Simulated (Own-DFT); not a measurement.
# Computed records: GaP (zincblende, atoms displaced)

All values are calculated (Own-DFT development build). A calculation, not a measurement: plane-wave PBE density functional theory by an unreviewed code, no spin, of a simulated periodic cell, stress positive in tension, free energy of the whole cell less one offset for each atom, forces on such cells passed a denser k mesh, this cell's mesh not checked; offsets are fitted by least squares, one for each functional and potential file, so energies compare only between cells with the same atoms and settings and are not formation energies; the far tail of each file's local potential was reset to the Coulomb form; each entry is a single point on an unrelaxed cell, so the pressure reflects the starting lattice, mostly measured values (interpolated for alloys), from which strain is counted, and rises with the displacements; printed positions are rounded, which can move forces by about a meV/angstrom; the program, named Own-DFT, is a retired in-house code; no spin-orbit coupling.

Common to all runs: functional PBE; potential files PseudoDojo norm-conserving, scalar-relativistic, standard set; wave cutoff 42 hartree; occupations Fermi-Dirac; smearing width 0.1 eV; hardware one NVIDIA H200; k mesh 2 x 3 x 3 centred on Gamma.

```json
{"entry": 1, "formula": "GaP", "kind": "zincblende, atoms displaced", "structure": {"cell_angstrom": [[16.3515, 0.0, 0.0], [0.0, 10.901, 0.0], [0.0, 0.0, 10.901]], "atoms_fractional": [["Ga", 0.99958, 0.99247, 0.00293], ["Ga", 0.99721, 0.25565, 0.25713], ["Ga", 0.16101, 0.00422, 0.25388], ["Ga", 0.16646, 0.25566, 0.99761], ["P", 0.08537, 0.11892, 0.12964], ["P", 0.09025, 0.37091, 0.37085], ["P", 0.24888, 0.124, 0.37013], ["P", 0.2476, 0.37293, 0.12354], ["Ga", 0.99502, 0.99994, 0.49254], ["Ga", 0.99842, 0.25155, 0.75659], ["Ga", 0.1686, 0.99856, 0.75181], ["Ga", 0.16505, 0.24833, 0.49984], ["P", 0.08451, 0.12143, 0.62246], ["P", 0.08205, 0.3822, 0.87286], ["P", 0.25024, 0.12407, 0.88662], ["P", 0.25152, 0.37144, 0.62342], ["Ga", 0.00407, 0.50391, 0.99997], ["Ga", 0.99606, 0.74842, 0.24845], ["Ga", 0.16797, 0.49798, 0.25195], ["Ga", 0.16914, 0.74519, 0.00372], ["P", 0.08854, 0.62422, 0.12712], ["P", 0.08248, 0.87131, 0.37474], ["P", 0.25055, 0.62296, 0.37913], ["P", 0.24807, 0.88105, 0.11224], ["Ga", 0.00185, 0.49924, 0.50426], ["Ga", 0.99755, 0.74603, 0.74963], ["Ga", 0.17049, 0.49218, 0.7435], ["Ga", 0.15895, 0.7515, 0.50431], ["P", 0.08133, 0.62618, 0.63245], ["P", 0.07985, 0.87361, 0.87156], ["P", 0.24989, 0.62311, 0.86799], ["P", 0.24336, 0.8824, 0.63124], ["Ga", 0.33319, 0.99464, 0.00263], ["Ga", 0.33692, 0.24672, 0.2472], ["Ga", 0.49758, 0.00727, 0.25072], ["Ga", 0.49849, 0.25744, 0.99304], ["P", 0.41287, 0.12535, 0.12377], ["P", 0.41309, 0.37615, 0.36931], ["P", 0.58451, 0.12826, 0.37431], ["P", 0.58532, 0.3757, 0.12936], ["Ga", 0.33412, 0.00233, 0.49714], ["Ga", 0.33444, 0.23728, 0.75279], ["Ga", 0.49811, 0.00159, 0.7464], ["Ga", 0.49789, 0.24788, 0.49839], ["P", 0.41316, 0.12806, 0.63286], ["P", 0.42243, 0.37143, 0.86963], ["P", 0.5859, 0.12003, 0.87416], ["P", 0.58546, 0.3765, 0.63313], ["Ga", 0.33068, 0.50387, 0.00141], ["Ga", 0.32977, 0.75156, 0.24951], ["Ga", 0.49546, 0.50245, 0.24846], ["Ga", 0.50162, 0.75282, 0.0011], ["P", 0.41559, 0.62918, 0.12873], ["P", 0.4166, 0.86337, 0.36143], ["P", 0.58685, 0.62987, 0.37011], ["P", 0.58258, 0.87459, 0.12621], ["Ga", 0.33475, 0.50511, 0.51157], ["Ga", 0.33687, 0.76515, 0.74983], ["Ga", 0.50283, 0.50017, 0.75388], ["Ga", 0.50232, 0.7572, 0.50204], ["P", 0.41779, 0.62134, 0.62722], ["P", 0.41611, 0.88361, 0.87854], ["P", 0.58644, 0.62829, 0.87622], ["P", 0.58294, 0.87084, 0.62817], ["Ga", 0.66958, 0.99775, 0.99405], ["Ga", 0.66532, 0.24735, 0.24558], ["Ga", 0.8275, 0.996, 0.25577], ["Ga", 0.8374, 0.25078, 0.99536], ["P", 0.74992, 0.12492, 0.13293], ["P", 0.75094, 0.36894, 0.37677], ["P", 0.9192, 0.11994, 0.37604], ["P", 0.91901, 0.37404, 0.12695], ["Ga", 0.67072, 0.99676, 0.50074], ["Ga", 0.6663, 0.24973, 0.74397], ["Ga", 0.83404, 0.01076, 0.75044], ["Ga", 0.83221, 0.25054, 0.49517], ["P", 0.74719, 0.12292, 0.62901], ["P", 0.7469, 0.38462, 0.86629], ["P", 0.91354, 0.12596, 0.87582], ["P", 0.91509, 0.37331, 0.62418], ["Ga", 0.66935, 0.50208, 0.99825], ["Ga", 0.6682, 0.75091, 0.25139], ["Ga", 0.83128, 0.5053, 0.2489], ["Ga", 0.83113, 0.76149, 0.00296], ["P", 0.74789, 0.62621, 0.12479], ["P", 0.75323, 0.87571, 0.37997], ["P", 0.91842, 0.61611, 0.37924], ["P", 0.92053, 0.88156, 0.12532], ["Ga", 0.66626, 0.49326, 0.49811], ["Ga", 0.66269, 0.7516, 0.75041], ["Ga", 0.83356, 0.50312, 0.75134], ["Ga", 0.83313, 0.75761, 0.50184], ["P", 0.75208, 0.6272, 0.62085], ["P", 0.74662, 0.87902, 0.86918], ["P", 0.91256, 0.62314, 0.87031], ["P", 0.91672, 0.86387, 0.62858]]}, "results": {"free_energy_of_cell_above_offsets [eV]": "-50.020", "pressure [GPa]": 3.23, "stress_xx [GPa]": -3.26, "stress_yy [GPa]": -3.18, "stress_zz [GPa]": -3.25, "stress_yz [GPa]": 0.19, "stress_xz [GPa]": -0.34, "stress_xy [GPa]": 0.15, "force_element": ["Ga", "Ga", "Ga", "Ga", "P", "P", "P", "P", "Ga", "Ga", "Ga", "Ga", "P", "P", "P", "P", "Ga", "Ga", "Ga", "Ga", "P", "P", "P", "P", "Ga", "Ga", "Ga", "Ga", "P", "P", "P", "P", "Ga", "Ga", "Ga", "Ga", "P", "P", "P", "P", "Ga", "Ga", "Ga", "Ga", "P", "P", "P", "P", "Ga", "Ga", "Ga", "Ga", "P", "P", "P", "P", "Ga", "Ga", "Ga", "Ga", "P", "P", "P", "P", "Ga", "Ga", "Ga", "Ga", "P", "P", "P", "P", "Ga", "Ga", "Ga", "Ga", "P", "P", "P", "P", "Ga", "Ga", "Ga", "Ga", "P", "P", "P", "P", "Ga", "Ga", "Ga", "Ga", "P", "P", "P", "P"], "force_x [eV/angstrom]": [0.794, 0.701, 1.023, -0.662, -1.233, -1.248, 0.363, 0.755, 1.046, 0.298, -0.968, 0.556, -0.676, 0.371, -0.167, 0.332, -0.704, 0.536, 0.502, -0.29, -0.842, -0.519, -0.372, -0.493, 0.467, 0.128, -0.393, 0.946, 0.451, 0.484, 0.34, 1.501, 0.252, -1.165, 0.257, 1.059, 1.001, 0.315, -0.134, -0.56, -0.178, -1.067, 0.5, 0.079, 1.047, -1.761, -0.508, -0.777, 0.458, -1.004, 0.85, -0.318, -0.19, 0.438, -0.775, 0.431, -0.369, -0.633, 0.074, -0.44, 0.666, 0.831, -0.71, -0.095, -0.445, 0.224, 1.247, -1.186, 0.282, -0.477, -1.38, -0.353, -0.941, -0.037, -0.068, 0.44, 0.66, 0.496, 1.191, 0.104, -0.544, 0.0, 0.222, 0.166, 0.594, -0.83, -0.518, -1.583, 0.124, 1.047, -0.207, 0.409, -0.718, 0.953, 0.623, -0.102], "force_y [eV/angstrom]": [1.259, -0.81, -1.053, -0.437, 1.478, 0.532, 0.236, 0.271, -1.043, -0.195, 1.068, -0.319, 0.184, -0.738, -0.052, -0.673, 0.221, -0.483, 0.218, 0.204, 0.172, 0.281, 0.483, -0.823, -0.576, -0.032, 0.668, -0.304, -0.704, -0.334, 0.477, -1.082, 1.04, 0.357, -0.509, -1.198, 0.007, 0.148, -0.707, 0.379, -0.604, 1.513, -0.004, 0.671, -1.0, 0.829, 0.801, -0.106, -0.379, -0.346, 0.03, -0.205, -0.134, 1.691, -0.845, 0.699, -0.704, -1.08, 0.381, -1.167, 1.348, -0.641, -0.223, 1.194, 0.278, 0.42, 0.682, 0.688, -0.168, 0.601, 0.926, 0.623, 0.299, -0.18, -1.398, -0.767, 0.435, -1.329, -0.414, -0.025, -0.231, 0.398, -0.717, -0.634, 0.498, -0.534, 1.138, -0.843, 0.694, -0.586, -0.183, -1.384, -0.091, -0.279, 0.686, 2.068], "force_z [eV/angstrom]": [-0.752, -0.509, -0.028, 0.294, -1.028, 0.779, 0.46, 0.275, 1.466, -0.841, 0.985, 0.05, 0.498, -0.02, -0.962, 0.076, 0.176, 0.241, -0.143, -1.144, 0.257, -0.266, 0.254, 2.12, -0.12, 0.709, 0.345, 0.041, -0.513, 0.407, 0.116, -1.497, -0.139, 0.06, -0.223, 1.072, -0.631, 1.093, 0.521, -0.836, -0.121, 0.956, 0.419, 0.33, -1.896, 0.035, -0.11, -1.391, -0.297, -0.761, 0.23, -0.047, -0.869, 1.748, 0.885, 0.093, -1.168, -0.176, -0.081, -0.691, 0.473, -0.25, 0.311, -0.424, 1.17, 0.597, -0.592, 0.67, -1.429, -0.972, -0.629, -0.381, 0.173, 1.07, -0.343, 0.766, -0.974, 0.726, 0.323, 0.2, 0.322, -0.265, 0.171, -0.435, -0.09, -0.431, -0.358, 0.791, 0.089, -0.285, -1.051, -0.11, 0.249, -0.055, 1.488, -0.25], "wall_time [s]": 1114.0}}
{"entry": 2, "formula": "GaP", "kind": "zincblende, atoms displaced", "structure": {"cell_angstrom": [[16.3515, 0.0, 0.0], [0.0, 10.901, 0.0], [0.0, 0.0, 10.901]], "atoms_fractional": [["Ga", 0.00011, 0.9997, 0.00413], ["Ga", 0.00402, 0.24857, 0.24798], ["Ga", 0.16917, 0.99848, 0.25452], ["Ga", 0.16408, 0.26265, 0.99578], ["P", 0.08141, 0.12766, 0.11219], ["P", 0.08478, 0.3791, 0.37593], ["P", 0.24867, 0.12311, 0.37942], ["P", 0.24819, 0.37004, 0.13326], ["Ga", 0.99724, 0.9904, 0.50913], ["Ga", 0.0012, 0.24976, 0.75275], ["Ga", 0.16572, 0.00079, 0.75136], ["Ga", 0.16212, 0.24412, 0.50456], ["P", 0.08236, 0.11751, 0.62353], ["P", 0.0892, 0.38106, 0.87654], ["P", 0.25021, 0.12685, 0.87899], ["P", 0.25168, 0.37459, 0.62969], ["Ga", 0.00046, 0.50203, 0.99722], ["Ga", 0.00253, 0.7465, 0.25381], ["Ga", 0.16835, 0.5034, 0.25633], ["Ga", 0.16959, 0.74442, 0.00022], ["P", 0.07587, 0.62686, 0.12701], ["P", 0.0835, 0.86834, 0.36852], ["P", 0.25189, 0.63376, 0.37386], ["P", 0.251, 0.87238, 0.11874], ["Ga", 0.99815, 0.51001, 0.49174], ["Ga", 0.99599, 0.75258, 0.74589], ["Ga", 0.16305, 0.50393, 0.74414], ["Ga", 0.16669, 0.75614, 0.49902], ["P", 0.08087, 0.62488, 0.62094], ["P", 0.07972, 0.87731, 0.87142], ["P", 0.24447, 0.62489, 0.88091], ["P", 0.25291, 0.87064, 0.62411], ["Ga", 0.33834, 0.99558, 0.00738], ["Ga", 0.33004, 0.24759, 0.24378], ["Ga", 0.49605, 0.99344, 0.2476], ["Ga", 0.5052, 0.24345, 0.00016], ["P", 0.4166, 0.12136, 0.11848], ["P", 0.41361, 0.38146, 0.37299], ["P", 0.58368, 0.12526, 0.3769], ["P", 0.58529, 0.37612, 0.12024], ["Ga", 0.33358, 0.99053, 0.49758], ["Ga", 0.33369, 0.24659, 0.75746], ["Ga", 0.50026, 0.99797, 0.75792], ["Ga", 0.50116, 0.24774, 0.49339], ["P", 0.42022, 0.1284, 0.63279], ["P", 0.41424, 0.37955, 0.87375], ["P", 0.58107, 0.12556, 0.87911], ["P", 0.5884, 0.37642, 0.62059], ["Ga", 0.33599, 0.49789, 0.99329], ["Ga", 0.33398, 0.74924, 0.25219], ["Ga", 0.49482, 0.49718, 0.2504], ["Ga", 0.49702, 0.74467, 0.99525], ["P", 0.41726, 0.63134, 0.12479], ["P", 0.4154, 0.86879, 0.38165], ["P", 0.58245, 0.62876, 0.37634], ["P", 0.57915, 0.87651, 0.12866], ["Ga", 0.32864, 0.49228, 0.50426], ["Ga", 0.33627, 0.75094, 0.75577], ["Ga", 0.50028, 0.49741, 0.75605], ["Ga", 0.50041, 0.74513, 0.49975], ["P", 0.42117, 0.6314, 0.61981], ["P", 0.41818, 0.87943, 0.87807], ["P", 0.57753, 0.62327, 0.87154], ["P", 0.58695, 0.87266, 0.62218], ["Ga", 0.67038, 0.00036, 0.99827], ["Ga", 0.6621, 0.24646, 0.24295], ["Ga", 0.83653, 0.00279, 0.2433], ["Ga", 0.83024, 0.25189, 0.00136], ["P", 0.74706, 0.12919, 0.12287], ["P", 0.75202, 0.37178, 0.38041], ["P", 0.91616, 0.12289, 0.3699], ["P", 0.90756, 0.37964, 0.12506], ["Ga", 0.66942, 0.99622, 0.50329], ["Ga", 0.66731, 0.24716, 0.75175], ["Ga", 0.83692, 0.00016, 0.74472], ["Ga", 0.83205, 0.25214, 0.50527], ["P", 0.74701, 0.12668, 0.62963], ["P", 0.7517, 0.37198, 0.87038], ["P", 0.91827, 0.1294, 0.87502], ["P", 0.9178, 0.37256, 0.62546], ["Ga", 0.66589, 0.49409, 0.9956], ["Ga", 0.66234, 0.7488, 0.25957], ["Ga", 0.83778, 0.50014, 0.24675], ["Ga", 0.83929, 0.74685, 0.00758], ["P", 0.75115, 0.62621, 0.11771], ["P", 0.75592, 0.8757, 0.3715], ["P", 0.91648, 0.62353, 0.36304], ["P", 0.92435, 0.87346, 0.12492], ["Ga", 0.67158, 0.50011, 0.50072], ["Ga", 0.66897, 0.75216, 0.74691], ["Ga", 0.83586, 0.49551, 0.75632], ["Ga", 0.83638, 0.74515, 0.49926], ["P", 0.75207, 0.62325, 0.62137], ["P", 0.75397, 0.8738, 0.88273], ["P", 0.91549, 0.62504, 0.87865], ["P", 0.91369, 0.87808, 0.62304]]}, "results": {"free_energy_of_cell_above_offsets [eV]": "-50.002", "pressure [GPa]": 3.27, "stress_xx [GPa]": -3.24, "stress_yy [GPa]": -3.32, "stress_zz [GPa]": -3.25, "stress_yz [GPa]": -0.23, "stress_xz [GPa]": 0.76, "stress_xy [GPa]": -0.35, "force_element": ["Ga", "Ga", "Ga", "Ga", "P", "P", "P", "P", "Ga", "Ga", "Ga", "Ga", "P", "P", "P", "P", "Ga", "Ga", "Ga", "Ga", "P", "P", "P", "P", "Ga", "Ga", "Ga", "Ga", "P", "P", "P", "P", "Ga", "Ga", "Ga", "Ga", "P", "P", "P", "P", "Ga", "Ga", "Ga", "Ga", "P", "P", "P", "P", "Ga", "Ga", "Ga", "Ga", "P", "P", "P", "P", "Ga", "Ga", "Ga", "Ga", "P", "P", "P", "P", "Ga", "Ga", "Ga", "Ga", "P", "P", "P", "P", "Ga", "Ga", "Ga", "Ga", "P", "P", "P", "P", "Ga", "Ga", "Ga", "Ga", "P", "P", "P", "P", "Ga", "Ga", "Ga", "Ga", "P", "P", "P", "P"], "force_x [eV/angstrom]": [-0.128, -0.642, -0.387, 1.024, 0.994, -0.25, 0.453, -0.118, 0.625, 0.461, 0.605, 0.483, -0.309, -1.571, -0.19, -0.905, -0.432, -0.491, -0.171, -1.663, 1.738, -0.044, -0.414, -0.084, -0.035, 0.247, 0.648, 0.048, -0.016, 0.543, 1.295, -0.536, -1.101, 0.741, -0.003, -1.129, 0.358, -0.194, -0.04, -0.859, 0.11, 0.009, 0.523, -0.286, -0.396, 0.923, 1.19, -0.863, -0.935, 0.054, 0.94, 0.606, -0.481, 0.515, -0.087, 0.89, 0.64, -0.22, -0.114, 0.635, -1.264, -0.293, 1.561, -0.862, -0.792, 0.445, -0.273, 0.239, 0.583, -0.31, 0.457, 2.324, 0.212, -0.64, -0.901, 0.297, 0.722, -0.592, -0.412, 0.435, 0.405, 0.95, -2.107, -0.34, -0.787, -0.51, -0.084, -0.882, -0.511, 0.125, -0.042, -0.286, 0.427, 0.212, 0.411, -0.125], "force_y [eV/angstrom]": [0.089, 0.378, 0.208, -1.31, 0.115, -0.475, 0.089, 1.233, 0.866, 0.226, -0.26, 0.718, 0.414, 0.277, -0.41, -0.692, -0.481, 0.416, 0.308, 0.894, -0.614, 1.054, -1.089, 0.133, -1.11, -0.276, 0.038, -0.535, 0.734, -0.528, -0.668, 0.391, 0.22, -0.51, 0.638, 1.156, 0.831, -1.393, -0.894, -0.023, 1.191, 0.151, 0.159, 0.704, -0.529, -1.261, -0.627, -0.266, 0.538, 0.456, 0.709, 0.781, -1.006, 0.321, -1.549, -0.652, 1.465, -0.354, -0.096, 0.897, -1.557, -0.711, 0.344, 0.259, -0.219, 0.475, -0.23, -0.203, -0.608, 0.353, 0.321, -1.108, 0.332, 0.379, 0.623, -0.723, -0.591, 0.049, -0.52, 0.648, 0.889, 0.616, 0.199, 0.552, -0.339, -0.1, 0.624, -0.014, 0.113, -0.359, 0.419, 0.189, 0.111, -0.148, 0.075, -1.331], "force_z [eV/angstrom]": [-1.111, -0.16, -1.059, 0.792, 1.288, 0.188, -0.103, -1.2, -1.911, -0.183, -0.019, -0.232, 0.496, -0.967, 0.307, 0.168, 0.38, -0.407, -0.521, 0.434, -0.378, 1.075, 0.718, 1.048, 0.44, 0.387, 0.144, 0.117, -0.074, 0.399, -1.37, 0.76, -0.979, 0.838, 0.821, 0.261, 1.213, 0.211, -0.663, 0.668, 0.79, -0.408, -1.027, 0.698, -0.889, 0.182, -0.768, 0.58, 1.436, -0.552, -0.476, 0.491, -0.063, -0.904, 0.103, -0.878, -0.417, -0.277, -1.642, -0.05, 1.3, -0.093, 0.332, 0.451, 0.428, 1.045, -0.193, -0.307, 0.093, -1.305, 1.034, -0.782, -0.622, -0.018, 1.084, -0.267, -0.414, 0.407, 0.372, -0.085, -0.413, -1.258, 0.42, -0.217, 1.158, 0.21, 1.167, 0.487, -0.468, 0.544, -0.808, -0.474, 0.895, -0.876, -0.775, 0.2], "wall_time [s]": 931.0}}
{"entry": 3, "formula": "GaP", "kind": "zincblende, atoms displaced", "structure": {"cell_angstrom": [[16.3515, 0.0, 0.0], [0.0, 10.901, 0.0], [0.0, 0.0, 10.901]], "atoms_fractional": [["Ga", 2e-05, 0.99578, 0.99987], ["Ga", 0.99251, 0.24701, 0.25385], ["Ga", 0.16956, 0.00053, 0.24852], ["Ga", 0.16602, 0.25549, 0.00029], ["P", 0.08347, 0.1217, 0.12439], ["P", 0.08306, 0.37775, 0.37609], ["P", 0.2463, 0.12315, 0.36709], ["P", 0.25219, 0.36964, 0.12398], ["Ga", 0.99625, 0.99979, 0.50744], ["Ga", 0.99892, 0.25159, 0.74637], ["Ga", 0.16706, 0.00233, 0.75979], ["Ga", 0.16433, 0.24777, 0.49855], ["P", 0.08155, 0.12736, 0.62442], ["P", 0.08433, 0.37243, 0.8777], ["P", 0.25289, 0.12349, 0.88052], ["P", 0.24682, 0.37596, 0.62557], ["Ga", 0.00094, 0.49954, 0.99712], ["Ga", 0.00588, 0.74689, 0.25768], ["Ga", 0.16696, 0.49615, 0.25589], ["Ga", 0.16817, 0.75053, 0.99952], ["P", 0.08418, 0.62673, 0.12265], ["P", 0.08213, 0.86672, 0.38298], ["P", 0.24767, 0.61575, 0.36096], ["P", 0.24881, 0.874, 0.11845], ["Ga", 0.00267, 0.50318, 0.50257], ["Ga", 0.99941, 0.75236, 0.75161], ["Ga", 0.16102, 0.50063, 0.74269], ["Ga", 0.17373, 0.74862, 0.50189], ["P", 0.08227, 0.62101, 0.63005], ["P", 0.08541, 0.87232, 0.86842], ["P", 0.24987, 0.62925, 0.8742], ["P", 0.24529, 0.88059, 0.62358], ["Ga", 0.3364, 0.00201, 0.99711], ["Ga", 0.32983, 0.24418, 0.24999], ["Ga", 0.50329, 0.00119, 0.24871], ["Ga", 0.50148, 0.24178, 0.00727], ["P", 0.42209, 0.12242, 0.12263], ["P", 0.41839, 0.36889, 0.37899], ["P", 0.58256, 0.13025, 0.36774], ["P", 0.58625, 0.38097, 0.13206], ["Ga", 0.33461, 0.98611, 0.50649], ["Ga", 0.33322, 0.24815, 0.7437], ["Ga", 0.49998, 0.00416, 0.75021], ["Ga", 0.49999, 0.25242, 0.49782], ["P", 0.41737, 0.12432, 0.62505], ["P", 0.41541, 0.37111, 0.8728], ["P", 0.58363, 0.11507, 0.8791], ["P", 0.58658, 0.36908, 0.61681], ["Ga", 0.33683, 0.50018, 0.00271], ["Ga", 0.33499, 0.75011, 0.24845], ["Ga", 0.49838, 0.50613, 0.23902], ["Ga", 0.49857, 0.75099, 0.00911], ["P", 0.42016, 0.62336, 0.12631], ["P", 0.41674, 0.87383, 0.37322], ["P", 0.59073, 0.62241, 0.37997], ["P", 0.58342, 0.87388, 0.12196], ["Ga", 0.33183, 0.50317, 0.5135], ["Ga", 0.33243, 0.75061, 0.75866], ["Ga", 0.50592, 0.50161, 0.75267], ["Ga", 0.49972, 0.74855, 0.50115], ["P", 0.42024, 0.62677, 0.62034], ["P", 0.41709, 0.88208, 0.87363], ["P", 0.58918, 0.61575, 0.87342], ["P", 0.58263, 0.87681, 0.62866], ["Ga", 0.66486, 0.0088, 0.00527], ["Ga", 0.66991, 0.25398, 0.24837], ["Ga", 0.83085, 0.00161, 0.24163], ["Ga", 0.83663, 0.24903, 0.99802], ["P", 0.74967, 0.12447, 0.13189], ["P", 0.74893, 0.37409, 0.37193], ["P", 0.9162, 0.12086, 0.38252], ["P", 0.91796, 0.36627, 0.12685], ["Ga", 0.67048, 0.00046, 0.49951], ["Ga", 0.6674, 0.24756, 0.74735], ["Ga", 0.83383, 0.00377, 0.75176], ["Ga", 0.83532, 0.25477, 0.49832], ["P", 0.74843, 0.13095, 0.6306], ["P", 0.75082, 0.36792, 0.88319], ["P", 0.91782, 0.12348, 0.8795], ["P", 0.91285, 0.37808, 0.63202], ["Ga", 0.66611, 0.49422, 0.01392], ["Ga", 0.66771, 0.74758, 0.25253], ["Ga", 0.83384, 0.49418, 0.24693], ["Ga", 0.83539, 0.74765, 0.99639], ["P", 0.7478, 0.63294, 0.125], ["P", 0.75054, 0.8695, 0.37529], ["P", 0.9167, 0.62469, 0.37456], ["P", 0.91447, 0.8823, 0.12081], ["Ga", 0.66436, 0.50092, 0.5059], ["Ga", 0.67248, 0.75829, 0.75346], ["Ga", 0.82818, 0.50053, 0.74986], ["Ga", 0.82955, 0.74246, 0.50203], ["P", 0.74948, 0.62523, 0.62306], ["P", 0.75298, 0.87607, 0.87682], ["P", 0.91894, 0.61853, 0.87536], ["P", 0.91894, 0.87508, 0.62401]]}, "results": {"free_energy_of_cell_above_offsets [eV]": "-50.052", "pressure [GPa]": 3.28, "stress_xx [GPa]": -3.37, "stress_yy [GPa]": -3.3, "stress_zz [GPa]": -3.18, "stress_yz [GPa]": 0.2, "stress_xz [GPa]": -0.43, "stress_xy [GPa]": -0.34, "force_element": ["Ga", "Ga", "Ga", "Ga", "P", "P", "P", "P", "Ga", "Ga", "Ga", "Ga", "P", "P", "P", "P", "Ga", "Ga", "Ga", "Ga", "P", "P", "P", "P", "Ga", "Ga", "Ga", "Ga", "P", "P", "P", "P", "Ga", "Ga", "Ga", "Ga", "P", "P", "P", "P", "Ga", "Ga", "Ga", "Ga", "P", "P", "P", "P", "Ga", "Ga", "Ga", "Ga", "P", "P", "P", "P", "Ga", "Ga", "Ga", "Ga", "P", "P", "P", "P", "Ga", "Ga", "Ga", "Ga", "P", "P", "P", "P", "Ga", "Ga", "Ga", "Ga", "P", "P", "P", "P", "Ga", "Ga", "Ga", "Ga", "P", "P", "P", "P", "Ga", "Ga", "Ga", "Ga", "P", "P", "P", "P"], "force_x [eV/angstrom]": [0.564, 1.42, -1.084, 0.18, -0.248, -0.611, 0.836, -0.182, 1.035, -0.122, -0.063, 0.236, 0.349, -0.305, -0.431, 0.012, 0.191, -1.005, -0.793, -0.422, 0.077, 0.7, 1.568, 0.835, -0.773, -0.058, 0.934, -0.826, -0.054, -0.408, -0.19, 0.557, -0.094, 1.09, -0.18, 0.6, -1.378, -0.999, 0.599, -1.022, -0.003, -0.315, 0.05, 0.191, -0.017, 0.743, -0.114, -0.547, -0.506, -0.52, 0.901, 0.453, -1.292, 0.392, -1.693, 0.458, 0.126, 0.432, -0.664, 0.796, -0.532, 0.292, 0.028, 0.237, 0.842, -0.524, 0.504, -0.249, -0.145, 0.34, -0.578, -0.212, -0.606, -0.628, 0.121, -0.425, 0.982, -0.597, 0.337, 0.573, 0.843, -0.406, -0.106, 0.101, 0.891, 0.285, -0.086, 0.541, 0.929, -0.822, 0.09, 1.043, -0.455, -0.106, -0.609, -1.296], "force_y [eV/angstrom]": [0.229, -0.435, -0.949, -0.962, 0.436, -0.696, -0.21, 0.875, -0.14, -0.089, 0.54, 0.157, -0.38, 0.368, 0.77, -0.451, -0.408, 0.221, -0.702, -0.106, -0.493, 1.289, 1.445, 0.333, -0.35, -0.457, -0.527, -0.842, 1.43, 0.041, -1.227, -0.693, -0.217, 0.196, -0.361, 1.312, -0.266, 1.268, -0.456, -1.369, 1.365, 0.086, -0.391, -0.832, -0.044, 0.128, 1.631, 0.267, -0.193, -0.081, -1.053, -0.116, 0.813, -0.041, 0.381, 0.028, -0.406, 0.469, -0.779, 0.368, -0.052, -1.022, 1.307, -0.032, -1.247, -0.264, -0.582, -0.533, 0.845, 0.531, -0.017, 1.144, 0.217, 0.354, -0.185, -0.174, -0.814, 0.767, 0.061, 0.101, 0.741, 0.509, 0.65, 0.099, -1.0, 0.713, -0.382, -1.382, -0.495, -0.7, -0.122, 0.716, -0.131, 0.643, 0.565, -0.554], "force_z [eV/angstrom]": [-0.297, 0.286, -0.164, 0.234, 0.171, -0.023, 1.665, 0.21, -0.655, 0.637, -0.794, -0.284, 0.416, -0.731, -0.553, 0.006, 0.737, -0.885, -1.758, -0.285, 0.242, -0.03, 2.157, 0.619, -0.091, -0.165, 1.431, -0.487, -0.858, 1.049, 0.221, 1.152, 0.615, -0.02, 0.073, -0.965, 0.924, -0.842, 0.821, -0.226, -0.829, 0.53, -0.124, 0.0, -0.511, 0.203, -0.662, 1.288, -0.55, -0.205, 2.423, -1.674, -0.535, -0.012, -0.76, 0.8, -1.579, -1.118, -0.627, -0.555, 1.464, 0.216, 0.796, -0.378, 0.055, 0.284, 1.472, 0.524, -1.179, 0.787, -0.661, -0.605, -0.075, 1.123, -0.169, 0.336, -1.1, -0.555, -0.696, -0.83, -1.35, -0.018, -0.026, 0.249, -0.11, -0.097, 0.007, 0.607, -0.513, -0.225, 0.667, -0.465, 0.814, 0.437, -0.388, 0.547], "wall_time [s]": 1026.0}}
```
